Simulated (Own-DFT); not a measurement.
Simulation results for SiC (4H silicon carbide, atoms displaced)

A calculation, not a measurement: plane-wave PBE density functional theory by an unreviewed code, no spin, of a simulated periodic cell, stress positive in tension, free energy of the whole cell less one offset for each atom, forces on such cells passed a denser k mesh, this cell's mesh not checked; offsets are fitted by least squares, one for each functional and potential file, so energies compare only between cells with the same atoms and settings and are not formation energies; the far tail of each file's local potential was reset to the Coulomb form; each entry is a single point on an unrelaxed cell, so the pressure reflects the starting lattice, mostly measured values (interpolated for alloys), from which strain is counted, and rises with the displacements; printed positions are rounded, which can move forces by about a meV/angstrom; the program, named Own-DFT, is a retired in-house code; no spin-orbit coupling. Program: Own-DFT development build.

Settings shared by all entries: functional PBE; potential files PseudoDojo norm-conserving, scalar-relativistic, standard set; wave cutoff 42 hartree; occupations Fermi-Dirac; smearing width 0.1 eV; hardware one NVIDIA H200; k mesh 3 x 3 x 3 centred on Gamma.

(1) SiC (4H silicon carbide, atoms displaced)

```xyz
128
Lattice="12.3308 0.0000 0.0000 -6.1654 10.6788 0.0000 0.0000 0.0000 10.0681" Properties=species:S:1:pos:R:3 SiC
Si    12.2780     0.0334     4.2117
Si    -0.0633     1.6964     1.5198
C      6.1838    10.6460     0.9994
C      0.0043     1.7460     3.5339
Si    -1.5129     2.6593     4.1258
Si    -1.5322     4.4202     1.5763
C     -1.5830     2.7626     0.9186
C     -1.5185     4.3385     3.4922
Si    -3.0527     5.3970     4.0490
Si    -3.1769     7.1491     1.6353
C     -3.0575     5.3995     0.8909
C     -2.9863     7.0376     3.5566
Si     7.7042     8.0114     4.0517
Si    -4.4883     9.9109     1.4950
C      7.5943     7.9181     0.9633
C     -4.6939     9.8140     3.4945
Si     3.0646     0.0838     4.1265
Si     3.1353     1.8003     1.5909
C     -3.0079    10.5952     0.9095
C      3.1423     1.6691     3.5162
Si     1.5873     2.6402     4.1096
Si     1.5739     4.4949     1.6086
C      1.5438     2.6882     0.9004
C      1.4982     4.5537     3.5210
Si    -0.0095     5.3132     4.1941
Si     0.0262     7.1814     1.6110
C     -0.0167     5.2971     0.8743
C      0.0503     7.0663     3.5109
Si    -1.5697     8.0132     4.0544
Si    -1.5055     9.8707     1.6292
C     -1.4929     8.0770     0.9689
C     -1.5828     9.6847     3.4535
Si     0.0054    10.6361     3.9250
Si     6.0941     1.9599     1.6054
C      6.1617     0.0714     0.8198
C      6.2541     1.7708     3.4234
Si     4.6323     2.6031     4.1600
Si     4.5766     4.4177     1.6600
C      4.5697     2.6671     0.8791
C      4.5768     4.3810     3.6091
Si     3.1638     5.3502     4.1174
Si     3.1062     7.1159     1.6549
C      3.0180     5.2983     0.8798
C      3.0617     7.2805     3.5419
Si     1.5333     8.0070     4.1200
Si     1.5180     9.9118     1.5989
C      1.6136     8.0767     0.9554
C      1.5802     9.7071     3.4617
Si     9.2542     0.0615     4.0024
Si     9.2479     1.8719     1.6579
C      9.3089     0.0674     0.8909
C      9.2587     1.7177     3.4939
Si     7.6734     2.6906     3.9973
Si     7.5716     4.3627     1.5751
C      7.6292     2.6948     0.9937
C      7.7434     4.3835     3.4321
Si     6.0495     5.4055     4.1203
Si     6.2671     7.1475     1.6056
C      6.2652     5.2714     0.8216
C      6.1520     7.1102     3.5414
Si     4.5743     8.0892     4.0947
Si     4.5911     9.9290     1.6676
C      4.5105     8.0513     1.0211
C      4.5603     9.6702     3.4727
Si    12.3175     0.0095     9.2197
Si     6.0691     8.8291     6.5509
C     12.3013     0.0004     5.9923
C      6.2130     8.9294     8.5278
Si    -4.5969     8.0648     9.1410
Si     7.7430     6.2547     6.6528
C     -4.5630     7.9417     5.9565
C      7.7353     6.0726     8.4961
Si     9.1958     5.3506     9.0544
Si     9.1143     3.5385     6.5533
C      9.2587     5.2478     6.1361
C      9.2930     3.6830     8.4753
Si    -1.4700     2.6677     9.1074
Si    10.7997     0.9009     6.6058
C     10.7316     2.5473     5.9374
C     10.8648     1.0050     8.5094
Si     9.2807     0.0014     9.1267
Si     3.1098     8.9291     6.6120
C      9.3131     0.1730     5.9154
C      3.1391     8.9349     8.5643
Si     4.6104     8.0701     9.0208
Si     4.5238     6.1916     6.6010
C      4.6045     8.0804     6.1107
C      4.7069     6.1515     8.4275
Si     6.1451     5.3742     9.1151
Si     6.1689     3.4689     6.4570
C      6.0948     5.3689     6.0250
C      6.2122     3.4474     8.5835
Si     7.6097     2.6427     9.1502
Si     7.7775     0.8627     6.5662
C      7.7511     2.7303     5.9535
C      7.6943     0.8969     8.5788
Si    -0.0224    10.6415     9.1214
Si     0.0672     8.9924     6.6610
C      0.0413    10.6768     5.9818
C     -0.0662     8.8917     8.4208
Si     1.5289     8.0091     9.1764
Si     1.5679     6.2353     6.6907
C      1.5893     8.0742     6.0860
C      1.5910     6.1476     8.5712
Si     3.0044     5.2813     9.0971
Si     3.0610     3.5549     6.6135
C      3.1374     5.1386     6.0170
C      3.0653     3.5016     8.4898
Si     4.6629     2.7250     9.0309
Si     4.5303     0.9401     6.5970
C      4.6769     2.6523     5.9515
C      4.6020     0.8958     8.4875
Si    -3.1444    10.5267     9.2182
Si    -3.0807     8.9731     6.7235
C      3.0256     0.0089     5.9654
C     -3.0899     8.9689     8.5484
Si    -1.5212     8.0765     9.1023
Si    -1.5698     6.2898     6.6398
C     -1.6137     8.0343     5.8758
C     -1.4239     6.1911     8.4986
Si     0.0661     5.3887     9.1445
Si    -0.0041     3.5541     6.5641
C     -0.0825     5.1408     5.9561
C     -0.0106     3.5480     8.5146
Si     1.5426     2.5897     9.1846
Si     1.5968     0.8788     6.7586
C      1.4704     2.6899     6.0361
C      1.4846     0.8205     8.5108
```

| Item | Value |
| --- | --- |
| free energy of cell above offsets | -2.464 eV |
| pressure | 6.95 GPa |
| stress xx | -6.32 GPa |
| stress yy | -7.63 GPa |
| stress zz | -6.9 GPa |
| stress yz | 1.73 GPa |
| stress xz | -0.25 GPa |
| stress xy | -0.49 GPa |
| wall time | 533.2 s |

Force:
| element | x (eV/Å) | y (eV/Å) | z (eV/Å) |
| --- | --- | --- | --- |
| Si | 0.346 | -1.116 | -2.178 |
| Si | 0.831 | 2.967 | 1.668 |
| C | 0.238 | 0.155 | -0.645 |
| C | 0.313 | 0.425 | -1.683 |
| Si | -0.516 | -1.108 | 0.018 |
| Si | -0.401 | 2.321 | -0.089 |
| C | 0.525 | -2.821 | 0.333 |
| C | -0.272 | 2.583 | -0.62 |
| Si | -0.174 | -4.717 | 2.295 |
| Si | 2.509 | -1.372 | -1.19 |
| C | -0.826 | -0.901 | 1.276 |
| C | -2.646 | 3.209 | -2.8 |
| Si | 0.893 | -0.01 | 1.464 |
| Si | -3.996 | -3.23 | 3.301 |
| C | 5.149 | 4.572 | -1.494 |
| C | 1.493 | 0.168 | -0.803 |
| Si | -0.75 | -5.374 | 0.353 |
| Si | -1.586 | -0.64 | -0.796 |
| C | 0.349 | 2.698 | 1.402 |
| C | -0.174 | 4.266 | -1.817 |
| Si | -1.222 | 0.803 | 0.304 |
| Si | -2.257 | -0.776 | -0.329 |
| C | 0.068 | -1.142 | 2.932 |
| C | 2.47 | -2.126 | -0.758 |
| Si | -0.851 | -0.079 | -2.12 |
| Si | 0.107 | -1.368 | -0.841 |
| C | 1.004 | 1.333 | 2.602 |
| C | -1.106 | 0.868 | 0.208 |
| Si | 1.705 | -1.333 | 0.814 |
| Si | 0.975 | -1.96 | -1.691 |
| C | -1.217 | 0.094 | -0.066 |
| C | 0.101 | 3.56 | 0.039 |
| Si | 0.241 | -0.302 | 3.037 |
| Si | 0.671 | -2.946 | -1.81 |
| C | -0.332 | 0.356 | 4.286 |
| C | -2.988 | -0.451 | 0.454 |
| Si | 0.722 | -0.136 | -1.28 |
| Si | 0.384 | 0.778 | -2.024 |
| C | 0.31 | 0.951 | 1.193 |
| C | 0.995 | 0.213 | -2.706 |
| Si | -3.181 | 0.797 | 0.734 |
| Si | -0.825 | 0.325 | -1.355 |
| C | 1.971 | 1.126 | 2.177 |
| C | 0.949 | -4.047 | -0.265 |
| Si | -0.879 | -0.096 | 1.207 |
| Si | 1.159 | -1.313 | -1.671 |
| C | -1.488 | -0.236 | 0.728 |
| C | -0.848 | 2.258 | -0.333 |
| Si | -0.107 | -2.867 | 2.107 |
| Si | -0.381 | -0.705 | -2.237 |
| C | -1.164 | 0.996 | 2.118 |
| C | -0.074 | 2.896 | -1.21 |
| Si | 2.34 | -0.602 | 2.275 |
| Si | 3.915 | 2.418 | -0.09 |
| C | 1.309 | -1.296 | -0.786 |
| C | -1.44 | 2.616 | 0.276 |
| Si | 2.604 | -1.947 | 1.112 |
| Si | -6.31 | -2.375 | 0.685 |
| C | -3.563 | 1.908 | 3.366 |
| C | -0.353 | 0.881 | -1.305 |
| Si | 1.306 | -2.781 | 1.763 |
| Si | 0.253 | -3.407 | -1.559 |
| C | 3.118 | 0.148 | -1.334 |
| C | 0.955 | 5.623 | 0.242 |
| Si | -0.758 | -0.295 | -1.778 |
| Si | 4.829 | 2.349 | 1.888 |
| C | 0.881 | -0.822 | 1.742 |
| C | -0.838 | -0.194 | -0.678 |
| Si | -1.218 | -2.679 | 0.002 |
| Si | -0.787 | -1.905 | -0.738 |
| C | -1.142 | 2.026 | 0.787 |
| C | -2.165 | 4.58 | -0.557 |
| Si | 3.642 | -0.256 | 2.352 |
| Si | 4.889 | 0.23 | 2.796 |
| C | -0.314 | 3.085 | -3.384 |
| C | -1.011 | -4.336 | -0.081 |
| Si | -2.435 | 2.655 | 0.192 |
| Si | 0.95 | 0.079 | 0.991 |
| C | 0.572 | 3.081 | 0.865 |
| C | -1.142 | -3.435 | -0.233 |
| Si | 0.127 | 1.783 | -0.21 |
| Si | -0.531 | 2.225 | 0.986 |
| C | -1.044 | -3.808 | 0.105 |
| C | -2.289 | 0.041 | -2.008 |
| Si | 1.703 | -2.381 | 3.102 |
| Si | 1.965 | 0.154 | 0.403 |
| C | -2.244 | -3.202 | -3.182 |
| C | -3.271 | 1.825 | 1.19 |
| Si | 1.357 | -2.363 | -1.123 |
| Si | 1.043 | 2.62 | 3.176 |
| C | 0.998 | -0.598 | -1.028 |
| C | -2.215 | 3.395 | -3.234 |
| Si | 4.348 | 0.052 | 0.76 |
| Si | -1.444 | 1.597 | 1.159 |
| C | -3.377 | -3.054 | -2.157 |
| C | 0.68 | -1.209 | -1.779 |
| Si | -0.053 | 1.298 | -2.033 |
| Si | -1.636 | -1.477 | -2.651 |
| C | -0.806 | 1.217 | -1.43 |
| C | 1.938 | 0.37 | 2.501 |
| Si | 0.608 | 0.157 | -0.525 |
| Si | -0.668 | -1.342 | -1.244 |
| C | -0.562 | -1.568 | -1.374 |
| C | -1.02 | 3.118 | -1.6 |
| Si | 3.71 | -0.633 | 0.515 |
| Si | -0.194 | -3.508 | 1.202 |
| C | -1.429 | 5.986 | -1.516 |
| C | 0.026 | 0.358 | -0.094 |
| Si | -1.353 | -1.904 | 1.157 |
| Si | 2.213 | -1.792 | 0.722 |
| C | -2.338 | -0.575 | 0.565 |
| C | -0.812 | -0.624 | 0.337 |
| Si | 1.332 | 5.897 | -2.009 |
| Si | -0.343 | -1.482 | -3.247 |
| C | 0.837 | 0.483 | 1.08 |
| C | 0.336 | -3.797 | -0.654 |
| Si | -0.249 | -2.547 | 1.346 |
| Si | 0.461 | -1.694 | -0.557 |
| C | 1.438 | 0.508 | 2.967 |
| C | -2.191 | 2.579 | -0.133 |
| Si | -1.479 | -2.477 | -0.276 |
| Si | -2.205 | -3.134 | 2.684 |
| C | 0.88 | 6.211 | 1.146 |
| C | 1.952 | 0.539 | -0.508 |
| Si | -0.392 | 1.175 | -2.203 |
| Si | -2.282 | 0.36 | -3.449 |
| C | 2.699 | -1.671 | -0.952 |
| C | 1.477 | -0.005 | 3.022 |

(2) SiC (4H silicon carbide, atoms displaced)

```xyz
128
Lattice="12.3308 0.0000 0.0000 -6.1654 10.6788 0.0000 0.0000 0.0000 10.0681" Properties=species:S:1:pos:R:3 SiC
Si    -6.1083    10.6545     3.9950
Si    -0.0486     1.7253     1.6719
C     12.2619     0.0689     1.0469
C      0.0222     1.7978     3.5434
Si    -1.5148     2.7329     4.0737
Si    -1.5106     4.5042     1.5763
C     -1.4798     2.5970     0.8610
C     -1.5221     4.4423     3.4853
Si     9.1781     5.3869     4.0348
Si    -3.0199     7.1560     1.5225
C     -3.0651     5.3230     0.9529
C     -3.0964     7.0895     3.4559
Si    -4.6345     8.0705     4.0329
Si    -4.6237     9.8342     1.6821
C     -4.5498     8.0981     0.8644
C     -4.6762     9.7978     3.4721
Si    -3.0168    10.6502     4.0353
Si     3.1060     1.9197     1.5853
C     -3.1096    10.6530     0.9764
C      3.1450     1.8354     3.4554
Si     1.5892     2.6143     4.0199
Si     1.5692     4.5427     1.6766
C      1.5208     2.5340     0.8984
C      1.5179     4.4172     3.4389
Si    -0.0690     5.4143     4.0680
Si     0.0874     7.0802     1.6784
C     -0.0501     5.3225     0.9069
C     -0.0715     7.0871     3.4263
Si    -1.6030     7.9193     4.0370
Si    -1.4954     9.7740     1.5923
C     -1.5517     7.9580     0.8744
C     -1.5537     9.8522     3.3776
Si     6.0223     0.0360     4.0737
Si     6.1592     1.7872     1.6551
C      0.0692    10.6170     0.8926
C      6.1281     1.7995     3.3684
Si     4.5759     2.7489     4.0556
Si     4.6909     4.5451     1.5293
C      4.6911     2.6612     0.8948
C      4.6369     4.4622     3.4579
Si     3.0611     5.4455     4.1412
Si     3.0894     7.1174     1.5105
C      3.1143     5.3612     0.9971
C      3.0432     7.1428     3.4521
Si     1.5403     8.0561     4.0495
Si     1.5198     9.8273     1.6045
C      1.5638     7.9261     0.9870
C      1.5357     9.7707     3.4343
Si     9.2186     0.1004     4.1361
Si     9.2309     1.6947     1.6233
C      3.0997    10.5897     0.9697
C      9.1620     1.7930     3.4631
Si     7.6029     2.6984     4.1413
Si     7.6594     4.4185     1.4456
C      7.7431     2.7258     0.9703
C      7.6290     4.4192     3.5029
Si     6.0948     5.3440     4.1811
Si     6.1548     7.1901     1.5491
C      6.1966     5.2454     0.8897
C      6.0073     7.1100     3.5063
Si     4.6132     8.0013     4.1066
Si     4.6030     9.7654     1.6036
C      4.5385     7.9640     0.9520
C      4.5667     9.7528     3.5272
Si     6.0995    10.6393     9.0967
Si     6.1820     8.8999     6.6079
C      6.0618    10.6522     5.9567
C      6.1953     8.8809     8.4249
Si     7.6561     7.9630     9.0753
Si     7.6402     6.0752     6.7007
C      7.7103     7.9804     5.9917
C      7.6338     6.2925     8.4889
Si    -3.0297     5.3386     9.0903
Si     9.1961     3.4972     6.6620
C     -3.0692     5.3686     5.9925
C      9.2823     3.6329     8.4972
Si    10.7615     2.7166     9.1433
Si    10.7766     0.9269     6.5885
C     -1.4468     2.5999     5.9985
C     10.7791     0.8511     8.5518
Si     9.2037     0.0098     9.1499
Si     3.1093     8.8986     6.6237
C      3.0491    10.6653     6.0232
C      3.0223     8.9283     8.4895
Si     4.6327     7.9561     9.1412
Si     4.5621     6.2605     6.6562
C      4.6340     8.0720     5.9779
C      4.5201     6.2470     8.5302
Si     6.1751     5.3952     9.1721
Si     6.0940     3.4699     6.6315
C      6.2432     5.2889     5.9472
C      6.1253     3.5250     8.4927
Si     7.7218     2.5723     9.1218
Si     7.7400     0.7696     6.5941
C      7.6237     2.7175     5.8609
C      7.6870     0.9487     8.5431
Si     6.1677     0.0315     9.1150
Si    -0.0457     8.9198     6.6035
C     -0.0477    10.5930     5.9264
C      0.0651     8.8275     8.3947
Si     1.5113     7.9484     9.2040
Si     1.5036     6.2831     6.7167
C      1.5910     7.9398     5.9645
C      1.5196     6.2483     8.4831
Si     3.1275     5.3074     9.0359
Si     2.9259     3.5979     6.6407
C      3.1581     5.2654     5.9934
C      3.0432     3.7136     8.4928
Si     4.5092     2.6624     9.2085
Si     4.6138     0.7816     6.5852
C      4.5720     2.8602     5.9891
C      4.5999     0.8589     8.5084
Si     3.1161     0.0897     9.1126
Si    -3.0158     8.9992     6.6135
C      3.0531     0.0972     6.0286
C     -2.9947     8.9328     8.4519
Si    -1.5043     8.0993     9.1304
Si    -1.4412     6.2200     6.5851
C     -1.4690     8.0037     5.9513
C     -1.5596     6.2005     8.5627
Si     0.0738     5.3277     9.0846
Si    -0.0085     3.4450     6.6015
C      0.0183     5.3608     5.9360
C      0.0703     3.4625     8.5424
Si     1.4976     2.6747     9.2264
Si     1.5305     0.7639     6.5134
C      1.4654     2.6043     6.0631
C      1.5710     0.8565     8.3974
```

| Property | Result |
| --- | --- |
| free energy of cell above offsets | -6.969 eV |
| pressure | 6.08 GPa |
| stress xx | -5.32 GPa |
| stress yy | -5.23 GPa |
| stress zz | -7.69 GPa |
| stress yz | 0.28 GPa |
| stress xz | -0.11 GPa |
| stress xy | -0.05 GPa |
| wall time | 537.8 s |

Force:
| element | x (eV/Å) | y (eV/Å) | z (eV/Å) |
| --- | --- | --- | --- |
| Si | -3.833 | 0.802 | 2.775 |
| Si | 0.778 | 2.078 | -1.423 |
| C | 0.887 | -3.315 | -1.399 |
| C | -0.469 | -0.731 | -1.352 |
| Si | -0.938 | -1.576 | 0.975 |
| Si | -0.928 | -2.257 | -0.253 |
| C | -1.619 | 1.226 | 3.307 |
| C | -1.1 | 1.29 | -0.71 |
| Si | -0.071 | -2.569 | 1.698 |
| Si | -1.553 | -1.22 | -0.004 |
| C | -0.718 | 0.59 | -0.558 |
| C | -0.999 | 1.62 | -1.498 |
| Si | -1.046 | -2.51 | 2.3 |
| Si | -0.267 | 0.115 | -3.743 |
| C | -1.595 | -0.993 | 1.733 |
| C | 2.935 | -0.11 | 0.384 |
| Si | -1.836 | 1.727 | 0.909 |
| Si | 0.061 | -2.72 | -0.727 |
| C | 1.336 | 1.55 | 0.034 |
| C | -1.163 | -1.569 | -0.145 |
| Si | -0.629 | 1.744 | 2.295 |
| Si | -0.773 | -1.704 | -3.123 |
| C | 0.125 | 2.169 | 3.333 |
| C | 0.129 | 1.122 | 2.442 |
| Si | 1.646 | -2.464 | 0.835 |
| Si | -2.079 | -0.253 | -3.914 |
| C | 2.567 | 0.821 | 0.793 |
| C | 1.001 | 1.579 | 1.589 |
| Si | 1.131 | 2.019 | 1.298 |
| Si | -1.142 | -0.092 | -2.86 |
| C | 2.337 | 1.557 | 2.091 |
| C | -0.282 | -2.602 | 1.693 |
| Si | 3.13 | -0.185 | -0.511 |
| Si | 0.928 | -0.172 | -4.49 |
| C | -1.562 | 1.428 | 0.921 |
| C | -0.673 | -0.262 | 4.476 |
| Si | 1.245 | 0.016 | 1.544 |
| Si | -1.427 | -1.982 | 1.447 |
| C | -1.085 | 0.952 | 2.401 |
| C | -0.995 | 1.22 | -0.615 |
| Si | 0.065 | -2.243 | -0.9 |
| Si | -0.511 | -0.925 | 2.234 |
| C | -0.198 | -0.515 | -1.874 |
| C | 0.287 | 0.338 | -0.34 |
| Si | -0.281 | -1.187 | 1.265 |
| Si | 1.287 | -1.894 | -0.58 |
| C | -0.823 | 1.783 | -0.233 |
| C | -1.038 | 1.784 | 1.279 |
| Si | 0.058 | -2.226 | -0.462 |
| Si | 0.647 | 1.551 | -1.434 |
| C | -1.174 | 1.253 | -0.316 |
| C | 1.264 | 0.927 | 0.994 |
| Si | 0.991 | -0.13 | -3.488 |
| Si | 2.337 | 1.063 | 3.386 |
| C | -0.409 | -3.461 | -1.016 |
| C | 0.315 | 1.446 | -1.638 |
| Si | 1.135 | -0.197 | -2.148 |
| Si | 0.459 | -1.272 | 0.607 |
| C | -0.454 | 3.446 | 0.435 |
| C | 3.665 | -0.093 | -1.622 |
| Si | -1.938 | 0.939 | 0.64 |
| Si | 0.117 | -0.3 | 0.625 |
| C | 2.728 | 1.436 | -0.89 |
| C | 0.713 | 1.393 | -1.038 |
| Si | 2.136 | 0.724 | 0.923 |
| Si | 0.153 | -0.32 | -1.43 |
| C | 1.957 | -0.267 | -0.864 |
| C | -1.369 | -0.19 | 2.217 |
| Si | 2.199 | 2.929 | -0.077 |
| Si | 2.204 | 2.96 | -2.476 |
| C | 0.569 | 0.544 | -0.505 |
| C | 1.108 | -2.427 | 1.172 |
| Si | -1.538 | 0.996 | 1.261 |
| Si | 1.068 | 1.392 | -2.25 |
| C | 0.128 | -1.068 | -0.058 |
| C | -1.282 | -2.323 | 0.147 |
| Si | 1.35 | -1.369 | -0.903 |
| Si | -0.001 | -1.947 | 1.394 |
| C | -3.4 | 1.427 | -1.123 |
| C | -1.204 | 1.292 | -1.36 |
| Si | 0.844 | -0.693 | -0.027 |
| Si | -0.855 | -0.547 | -0.152 |
| C | 1.253 | 0.081 | -0.946 |
| C | 0.746 | -0.95 | 1.107 |
| Si | -0.97 | 2.145 | -0.696 |
| Si | 1.813 | -0.355 | -1.065 |
| C | -0.29 | -1.583 | 0.505 |
| C | 2.904 | 0.161 | -0.55 |
| Si | -1.038 | -1.873 | -2.234 |
| Si | 1.059 | 2.098 | 0.188 |
| C | -2.81 | -0.053 | 2.474 |
| C | 0.477 | 0.307 | 0.928 |
| Si | -0.777 | 4.586 | 1.088 |
| Si | -2.295 | 2.694 | 0.302 |
| C | 0.928 | -2.338 | 4.695 |
| C | 0.346 | -3.057 | -1.921 |
| Si | -0.154 | -1.217 | -0.352 |
| Si | 2.102 | -2.154 | -1.27 |
| C | 0.538 | 1.696 | 0.429 |
| C | -0.739 | 1.826 | 2.746 |
| Si | 0.714 | 1.228 | -1.466 |
| Si | 0.856 | -1.305 | -3.45 |
| C | -0.814 | 2.176 | -0.333 |
| C | 1.073 | -0.537 | 1.778 |
| Si | -2.357 | 2.867 | 3.395 |
| Si | 1.864 | -1.479 | -0.354 |
| C | -2.307 | 2.464 | 0.132 |
| C | -0.354 | -5.463 | 0.357 |
| Si | 1.728 | 0.715 | -3.496 |
| Si | 0.35 | 3.745 | 0.944 |
| C | -1.428 | -4.005 | -1.023 |
| C | 1.346 | 1.358 | -0.514 |
| Si | -2.146 | -2.726 | 0.942 |
| Si | -1.13 | -2.714 | -0.459 |
| C | 1.901 | -2.739 | -3.464 |
| C | -1.385 | 0.144 | 1.026 |
| Si | -0.262 | -1.879 | -1.268 |
| Si | -2.545 | 0.1 | 1.186 |
| C | -1.578 | 0.219 | -0.803 |
| C | 2.093 | 1.322 | -1.74 |
| Si | -2.079 | -0.904 | 0.795 |
| Si | 0.538 | 2.475 | 1.241 |
| C | 0.719 | -1.236 | 0.85 |
| C | -2.382 | 2.258 | -1.21 |
| Si | 1.6 | -1.295 | -3.031 |
| Si | -2.792 | 2.716 | 2.132 |
| C | 1.807 | -0.275 | -2.673 |
| C | -0.884 | 0.389 | 1.756 |
